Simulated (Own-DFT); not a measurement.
# Computed records: HfO₂ (monoclinic hafnia, atoms displaced)

All values are calculated (Own-DFT development build). A calculation, not a measurement: plane-wave PBE density functional theory by an unreviewed code, no spin, of a simulated periodic cell, stress positive in tension, free energy of the whole cell less one offset for each atom, hafnium file: forces about 75 meV/angstrom off all-electron values; oxygen file: force components 24 meV/angstrom off all-electron in one glass; forces on such cells passed a denser k mesh, this cell's mesh not checked; offsets are fitted by least squares, one for each functional and potential file, so energies compare only between cells with the same atoms and settings and are not formation energies; the far tail of each file's local potential was reset to the Coulomb form; each entry is a single point on an unrelaxed cell, so the pressure reflects the starting lattice, mostly measured values, from which strain is counted, and rises with the displacements; printed positions are rounded, which can move forces by about a meV/angstrom; the program is a retired in-house code; no spin-orbit coupling; before rounding, a Quantum ESPRESSO 7.3.1 run of the same cell and cutoff gave forces within 1 meV/angstrom rms on each cell, which checks the program and not the settings.

Settings shared by all entries: functional PBE; potential files PseudoDojo norm-conserving, scalar-relativistic, standard set; wave cutoff 72 hartree; occupations Fermi-Dirac; smearing width 0.1 eV; k mesh 2 x 2 x 2 centred on Gamma.

```json
{"entry": 1, "formula": "HfO2", "kind": "monoclinic hafnia, atoms displaced", "structure": {"cell_angstrom": [[10.234, 0.0, 0.0], [0.0, 10.35, 0.0], [-1.6955, 0.0, 10.4453]], "atoms_fractional": [["Hf", 0.13136, 0.02665, 0.09959], ["Hf", 0.36278, 0.26565, 0.1449], ["Hf", 0.3649, 0.47796, 0.3933], ["Hf", 0.13025, 0.23618, 0.34993], ["O", 0.04009, 0.16648, 0.16732], ["O", 0.46294, 0.42135, 0.07248], ["O", 0.45913, 0.34279, 0.31999], ["O", 0.0319, 0.08945, 0.43153], ["O", 0.22022, 0.3786, 0.23199], ["O", 0.282, 0.13712, 0.02002], ["O", 0.27336, 0.11684, 0.25837], ["O", 0.22841, 0.37427, 0.48139], ["Hf", 0.14502, 0.02479, 0.61031], ["Hf", 0.36464, 0.26077, 0.64673], ["Hf", 0.36783, 0.47357, 0.89373], ["Hf", 0.13939, 0.23695, 0.85221], ["O", 0.03747, 0.16771, 0.66613], ["O", 0.4649, 0.41779, 0.57307], ["O", 0.46593, 0.3253, 0.82409], ["O", 0.04036, 0.08548, 0.92289], ["O", 0.22809, 0.38279, 0.73643], ["O", 0.28057, 0.13335, 0.51313], ["O", 0.28489, 0.11384, 0.76713], ["O", 0.22829, 0.36697, 0.98632], ["Hf", 0.13524, 0.52196, 0.1043], ["Hf", 0.36223, 0.75988, 0.14432], ["Hf", 0.36531, 0.97439, 0.39507], ["Hf", 0.14478, 0.73301, 0.35581], ["O", 0.03861, 0.65969, 0.17227], ["O", 0.46267, 0.91835, 0.07334], ["O", 0.45302, 0.83611, 0.31761], ["O", 0.0445, 0.58545, 0.41873], ["O", 0.21884, 0.87833, 0.23784], ["O", 0.27333, 0.63114, 0.00666], ["O", 0.27702, 0.62568, 0.26899], ["O", 0.21788, 0.87407, 0.48691], ["Hf", 0.13248, 0.52442, 0.59498], ["Hf", 0.36388, 0.76785, 0.64528], ["Hf", 0.36363, 0.97269, 0.89182], ["Hf", 0.1386, 0.72433, 0.84906], ["O", 0.04546, 0.65863, 0.67474], ["O", 0.46354, 0.9111, 0.57786], ["O", 0.45815, 0.83697, 0.83196], ["O", 0.03607, 0.59016, 0.92501], ["O", 0.22806, 0.87243, 0.74428], ["O", 0.27887, 0.62651, 0.50562], ["O", 0.27845, 0.61741, 0.75661], ["O", 0.22621, 0.87337, 0.99405], ["Hf", 0.63009, 0.02053, 0.10216], ["Hf", 0.86828, 0.27275, 0.143], ["Hf", 0.86268, 0.48194, 0.38986], ["Hf", 0.63747, 0.23838, 0.35614], ["O", 0.53467, 0.17763, 0.17727], ["O", 0.96506, 0.41313, 0.07004], ["O", 0.9587, 0.33268, 0.32609], ["O", 0.53568, 0.08891, 0.41292], ["O", 0.72223, 0.37791, 0.23058], ["O", 0.77685, 0.12621, 0.00442], ["O", 0.77118, 0.12162, 0.2636], ["O", 0.72526, 0.36778, 0.49027], ["Hf", 0.63401, 0.0214, 0.6066], ["Hf", 0.86408, 0.26528, 0.64164], ["Hf", 0.8616, 0.47936, 0.89477], ["Hf", 0.64132, 0.22699, 0.8505], ["O", 0.53037, 0.16503, 0.6725], ["O", 0.96462, 0.41718, 0.57284], ["O", 0.95454, 0.33397, 0.82778], ["O", 0.52492, 0.07773, 0.91595], ["O", 0.72878, 0.37772, 0.75017], ["O", 0.77871, 0.129, 0.50787], ["O", 0.77698, 0.12211, 0.76146], ["O", 0.7238, 0.37377, 0.99248], ["Hf", 0.64302, 0.51564, 0.10825], ["Hf", 0.85638, 0.77591, 0.14244], ["Hf", 0.86263, 0.97625, 0.39906], ["Hf", 0.63839, 0.72558, 0.35524], ["O", 0.53345, 0.66404, 0.17155], ["O", 0.96527, 0.91892, 0.07442], ["O", 0.95596, 0.83093, 0.31134], ["O", 0.52741, 0.58106, 0.42671], ["O", 0.72278, 0.87537, 0.24374], ["O", 0.7769, 0.62604, 0.00765], ["O", 0.77566, 0.62392, 0.25697], ["O", 0.71759, 0.87416, 0.49249], ["Hf", 0.63214, 0.52321, 0.59873], ["Hf", 0.85575, 0.76784, 0.65003], ["Hf", 0.85788, 0.97827, 0.89606], ["Hf", 0.63313, 0.72569, 0.85505], ["O", 0.53638, 0.66558, 0.66801], ["O", 0.96607, 0.91909, 0.5752], ["O", 0.95265, 0.82941, 0.82988], ["O", 0.53517, 0.58483, 0.92167], ["O", 0.72374, 0.89507, 0.74145], ["O", 0.77513, 0.63, 0.50632], ["O", 0.77815, 0.62321, 0.7561], ["O", 0.72162, 0.87157, 0.98744]]}, "results": {"free_energy_of_cell_above_offsets [eV]": "-93.789", "pressure [GPa]": 5.88, "stress_xx [GPa]": -5.6, "stress_yy [GPa]": -5.94, "stress_zz [GPa]": -6.11, "stress_yz [GPa]": -1.51, "stress_xz [GPa]": -0.49, "stress_xy [GPa]": 1.05, "force_element": ["Hf", "Hf", "Hf", "Hf", "O", "O", "O", "O", "O", "O", "O", "O", "Hf", "Hf", "Hf", "Hf", "O", "O", "O", "O", "O", "O", "O", "O", "Hf", "Hf", "Hf", "Hf", "O", "O", "O", "O", "O", "O", "O", "O", "Hf", "Hf", "Hf", "Hf", "O", "O", "O", "O", "O", "O", "O", "O", "Hf", "Hf", "Hf", "Hf", "O", "O", "O", "O", "O", "O", "O", "O", "Hf", "Hf", "Hf", "Hf", "O", "O", "O", "O", "O", "O", "O", "O", "Hf", "Hf", "Hf", "Hf", "O", "O", "O", "O", "O", "O", "O", "O", "Hf", "Hf", "Hf", "Hf", "O", "O", "O", "O", "O", "O", "O", "O"], "force_x [eV/angstrom]": [3.06, -0.888, -2.54, 2.137, -2.135, 0.444, 1.783, 0.545, -0.443, -0.85, -0.039, -0.856, -0.387, -1.122, -0.873, -0.071, 0.013, 0.17, 0.133, -0.508, -0.441, -0.67, -1.267, -0.4, 0.978, -1.504, -1.332, -0.434, -1.262, 0.5, 2.367, -2.223, -0.046, 0.206, 0.612, 0.561, 2.503, -1.634, -2.873, 0.571, -2.855, 0.618, 3.085, -0.937, -0.699, -0.021, 0.459, -0.285, -0.203, -1.487, 0.297, -0.205, 1.326, 0.272, 0.053, -0.57, 0.435, -0.599, 0.451, 0.215, 0.842, -0.348, -0.3, -0.364, 1.519, -0.419, 2.393, 2.629, -0.971, -0.667, 0.03, 0.039, -0.984, 1.288, 0.269, -0.728, 0.773, -0.96, 0.988, 2.364, -0.846, -0.372, -0.205, 0.13, 0.64, 1.238, 1.002, 0.39, -0.153, -0.331, 1.272, 0.202, -0.465, -0.009, -0.576, -0.444], "force_y [eV/angstrom]": [-2.293, 1.441, -0.15, -1.384, 2.014, -0.275, -1.045, 0.279, 0.016, -1.564, 0.496, -0.689, -1.098, 2.706, 0.224, -0.543, 0.664, -0.918, 0.619, 0.318, -1.06, -1.057, 1.406, 0.911, 0.056, 2.318, 1.705, 0.618, 0.898, -0.642, -1.266, -0.827, -0.193, -0.877, -0.43, 0.13, -1.772, -0.679, 1.148, 1.047, 2.047, 0.754, -3.255, -1.053, 0.527, 1.24, 0.364, -0.606, 0.699, -1.288, 0.271, -1.747, -1.442, 0.037, 0.265, -0.773, 0.036, 0.597, -0.013, 1.262, 0.424, 0.775, 0.625, 0.376, -0.807, -0.186, -1.244, 1.501, 0.362, -0.127, 0.46, -0.638, 0.68, -0.618, 0.637, 1.187, -0.299, -0.539, 0.513, 1.972, 0.305, 0.449, -0.643, -0.855, -1.698, 1.437, 0.664, 0.466, 0.876, -1.22, -0.746, 0.077, -2.051, -0.132, 0.125, -0.284], "force_z [eV/angstrom]": [0.394, 0.069, -0.146, 1.016, 0.965, 0.563, 0.547, -0.962, 0.331, -1.945, 0.97, 0.184, -1.192, -0.545, -0.306, 0.615, 1.019, 0.952, 0.635, -1.204, -0.087, -0.265, -1.31, -0.455, -0.411, -0.706, -1.155, -1.473, 0.187, 1.149, 1.171, -0.418, 0.196, 0.062, -1.328, 0.838, 0.736, -0.109, 2.417, 1.566, -0.229, -0.212, -1.504, -0.331, -1.392, 1.086, 0.318, -0.886, 0.414, -0.75, 0.951, -0.917, -1.095, 0.588, -0.374, 1.216, 1.626, 0.822, -0.503, -0.027, -1.304, 0.498, 0.074, 1.193, -0.155, -0.3, -0.313, 0.676, -1.824, 0.787, -0.877, -0.373, -1.743, -0.436, -0.475, -0.71, 0.609, -0.019, 2.06, -0.672, -0.687, 0.19, 0.617, -0.063, 0.977, -0.187, 0.17, 0.233, 0.933, 0.809, -0.657, -0.215, -0.271, -0.222, 0.085, 0.224]}}
{"entry": 2, "formula": "HfO2", "kind": "monoclinic hafnia, atoms displaced", "structure": {"cell_angstrom": [[10.234, 0.0, 0.0], [0.0, 10.35, 0.0], [-1.6955, 0.0, 10.4453]], "atoms_fractional": [["Hf", 0.14275, 0.02904, 0.10577], ["Hf", 0.35183, 0.26805, 0.15154], ["Hf", 0.36382, 0.49575, 0.39829], ["Hf", 0.12743, 0.24066, 0.36076], ["O", 0.0511, 0.15561, 0.1877], ["O", 0.45468, 0.41647, 0.07693], ["O", 0.46572, 0.33732, 0.32853], ["O", 0.03893, 0.07896, 0.43259], ["O", 0.2277, 0.38142, 0.24073], ["O", 0.26863, 0.13918, 0.00987], ["O", 0.27717, 0.13231, 0.26454], ["O", 0.2338, 0.37254, 0.49381], ["Hf", 0.14525, 0.03081, 0.59698], ["Hf", 0.36227, 0.2713, 0.65026], ["Hf", 0.35947, 0.47912, 0.89443], ["Hf", 0.13106, 0.23555, 0.85786], ["O", 0.04127, 0.15702, 0.67516], ["O", 0.48556, 0.42087, 0.57589], ["O", 0.44176, 0.32428, 0.82944], ["O", 0.03801, 0.0826, 0.91364], ["O", 0.22006, 0.36044, 0.73969], ["O", 0.27798, 0.13083, 0.5061], ["O", 0.27559, 0.12985, 0.75626], ["O", 0.23691, 0.3675, 0.99554], ["Hf", 0.13245, 0.52081, 0.10931], ["Hf", 0.36035, 0.78438, 0.14024], ["Hf", 0.35632, 0.97497, 0.38394], ["Hf", 0.12887, 0.73095, 0.34531], ["O", 0.03177, 0.66602, 0.17165], ["O", 0.4638, 0.90633, 0.07287], ["O", 0.46156, 0.84627, 0.32503], ["O", 0.03482, 0.58321, 0.41354], ["O", 0.22025, 0.88084, 0.22238], ["O", 0.2787, 0.61448, 0.00692], ["O", 0.2607, 0.62866, 0.2411], ["O", 0.23457, 0.85984, 0.49853], ["Hf", 0.14393, 0.51571, 0.59513], ["Hf", 0.35928, 0.76182, 0.64802], ["Hf", 0.35422, 0.97808, 0.87496], ["Hf", 0.13652, 0.71339, 0.85867], ["O", 0.03046, 0.65706, 0.66959], ["O", 0.46274, 0.91667, 0.57836], ["O", 0.44247, 0.83085, 0.82149], ["O", 0.0264, 0.57551, 0.91651], ["O", 0.23088, 0.8703, 0.75556], ["O", 0.25965, 0.63851, 0.51969], ["O", 0.2872, 0.62255, 0.75438], ["O", 0.21967, 0.85809, 0.99433], ["Hf", 0.64301, 0.01843, 0.10671], ["Hf", 0.8672, 0.26735, 0.1478], ["Hf", 0.86235, 0.47825, 0.4052], ["Hf", 0.64038, 0.23154, 0.3564], ["O", 0.53967, 0.17205, 0.17534], ["O", 0.94726, 0.41595, 0.07087], ["O", 0.96324, 0.33182, 0.3168], ["O", 0.53161, 0.0865, 0.42763], ["O", 0.72196, 0.36325, 0.24736], ["O", 0.77957, 0.13014, 0.01157], ["O", 0.77608, 0.11122, 0.26621], ["O", 0.71925, 0.36612, 0.4898], ["Hf", 0.64211, 0.02212, 0.59899], ["Hf", 0.85964, 0.26482, 0.64732], ["Hf", 0.85939, 0.48323, 0.89734], ["Hf", 0.64567, 0.22471, 0.85246], ["O", 0.53795, 0.17456, 0.67131], ["O", 0.96051, 0.42298, 0.582], ["O", 0.96517, 0.33118, 0.82671], ["O", 0.53329, 0.08307, 0.91949], ["O", 0.71688, 0.38224, 0.75514], ["O", 0.78647, 0.13951, 0.5279], ["O", 0.77439, 0.11471, 0.76001], ["O", 0.73049, 0.36751, 0.98669], ["Hf", 0.63632, 0.52747, 0.104], ["Hf", 0.87426, 0.7599, 0.15139], ["Hf", 0.85814, 0.98408, 0.39538], ["Hf", 0.6409, 0.73306, 0.35582], ["O", 0.53179, 0.67184, 0.18202], ["O", 0.9579, 0.90041, 0.07799], ["O", 0.96427, 0.83906, 0.33383], ["O", 0.54339, 0.58809, 0.43398], ["O", 0.73313, 0.8757, 0.23572], ["O", 0.77672, 0.63367, 0.99932], ["O", 0.77652, 0.62122, 0.26481], ["O", 0.71264, 0.85749, 0.48586], ["Hf", 0.62748, 0.51204, 0.5951], ["Hf", 0.8591, 0.77239, 0.65169], ["Hf", 0.85926, 0.98214, 0.89743], ["Hf", 0.64117, 0.72373, 0.84408], ["O", 0.52856, 0.66027, 0.67266], ["O", 0.96382, 0.91578, 0.58026], ["O", 0.96373, 0.82039, 0.83519], ["O", 0.5465, 0.58296, 0.92082], ["O", 0.73786, 0.89656, 0.74471], ["O", 0.76948, 0.63517, 0.50423], ["O", 0.75733, 0.60694, 0.76342], ["O", 0.71909, 0.8704, 0.00447]]}, "results": {"free_energy_of_cell_above_offsets [eV]": "-84.512", "pressure [GPa]": 8.78, "stress_xx [GPa]": -9.31, "stress_yy [GPa]": -8.82, "stress_zz [GPa]": -8.21, "stress_yz [GPa]": -0.2, "stress_xz [GPa]": -1.21, "stress_xy [GPa]": -0.11, "force_element": ["Hf", "Hf", "Hf", "Hf", "O", "O", "O", "O", "O", "O", "O", "O", "Hf", "Hf", "Hf", "Hf", "O", "O", "O", "O", "O", "O", "O", "O", "Hf", "Hf", "Hf", "Hf", "O", "O", "O", "O", "O", "O", "O", "O", "Hf", "Hf", "Hf", "Hf", "O", "O", "O", "O", "O", "O", "O", "O", "Hf", "Hf", "Hf", "Hf", "O", "O", "O", "O", "O", "O", "O", "O", "Hf", "Hf", "Hf", "Hf", "O", "O", "O", "O", "O", "O", "O", "O", "Hf", "Hf", "Hf", "Hf", "O", "O", "O", "O", "O", "O", "O", "O", "Hf", "Hf", "Hf", "Hf", "O", "O", "O", "O", "O", "O", "O", "O"], "force_x [eV/angstrom]": [0.247, 3.215, 1.222, 3.449, -3.405, 2.567, -0.569, -0.718, -1.726, 0.042, 0.059, 0.02, 0.038, 0.935, 0.989, 1.929, -1.955, -8.683, 2.878, -1.397, -1.072, -0.333, 0.392, -2.726, 1.662, 0.004, -0.239, 1.112, 1.584, 1.659, 1.269, -0.252, -0.818, -1.356, 0.958, -1.18, -2.256, 0.746, 0.161, 0.691, 0.343, 1.072, 4.614, 1.763, -2.956, 1.637, -1.791, -0.161, -1.59, -1.958, -1.292, -2.264, -0.329, 2.798, -0.512, 0.901, 1.256, 0.321, 0.332, 0.887, -3.041, 1.268, -2.082, -2.132, 0.556, 0.21, -0.941, 0.527, 0.922, -0.935, 0.338, -1.547, -1.411, -5.358, 0.708, -0.171, 0.562, 2.184, 0.992, -2.744, -0.934, 0.233, 0.087, 1.092, 7.732, 2.144, 1.202, -1.809, 0.443, -0.728, -0.43, -1.46, -1.271, 1.628, 1.707, 0.246], "force_y [eV/angstrom]": [-2.36, 0.799, -1.976, -2.479, 2.135, 1.274, 1.29, 1.534, 0.998, -1.785, -1.406, 1.019, -3.062, -1.094, -0.672, -0.479, 1.792, -4.852, -0.12, -1.303, 3.316, 0.478, -1.589, 0.704, -1.414, -2.97, 1.897, 1.257, -1.696, 2.661, -1.761, -1.048, 0.637, 1.172, -0.744, 1.578, 0.445, 3.201, 1.022, 2.423, 0.076, 0.452, -1.465, 0.215, 0.738, -2.431, -2.336, 0.766, -0.446, -0.046, 0.96, -0.65, -0.76, 0.335, 1.396, 0.051, 1.889, -0.579, 1.437, 0.905, -0.318, 2.785, -1.747, 0.885, -0.612, -0.919, 0.454, -0.208, -1.377, -3.408, 1.777, -0.189, -1.061, 2.661, -2.425, -0.775, -1.387, 2.786, -0.667, 0.648, 0.178, -0.289, -1.147, 3.88, 3.977, -0.309, -1.839, 1.652, 0.365, -0.345, 0.317, -0.684, -2.555, -1.145, 1.83, -0.116], "force_z [eV/angstrom]": [-2.489, -0.857, -1.37, 0.277, -0.5, 0.497, 0.951, -2.272, 0.812, 0.389, 0.243, -0.542, 2.337, -0.262, 0.889, -0.363, -0.29, -0.987, 0.257, 1.439, -1.181, 0.297, -0.23, -0.671, -2.084, -0.503, 3.399, 2.413, -0.012, -0.738, -0.62, 0.145, 2.612, 0.255, 3.021, -2.463, 2.871, -0.018, 3.716, -1.205, 0.336, 0.049, 1.156, 1.462, -3.05, -3.448, 1.048, -1.15, -1.051, -1.546, -0.754, -0.834, -0.256, 2.349, 1.671, -0.486, -1.193, 0.272, -0.369, 0.788, 0.496, 2.981, -1.563, 0.744, -0.219, -0.846, 0.13, 0.074, -1.991, -3.813, 0.167, 1.367, -0.346, -1.919, 1.366, -1.784, -0.897, -0.503, -0.311, -3.024, 1.617, 1.766, -0.476, 1.898, 4.248, -0.7, 1.419, 1.782, -0.034, -0.049, -0.195, 0.566, -0.693, 0.718, -1.619, -2.513]}}
```
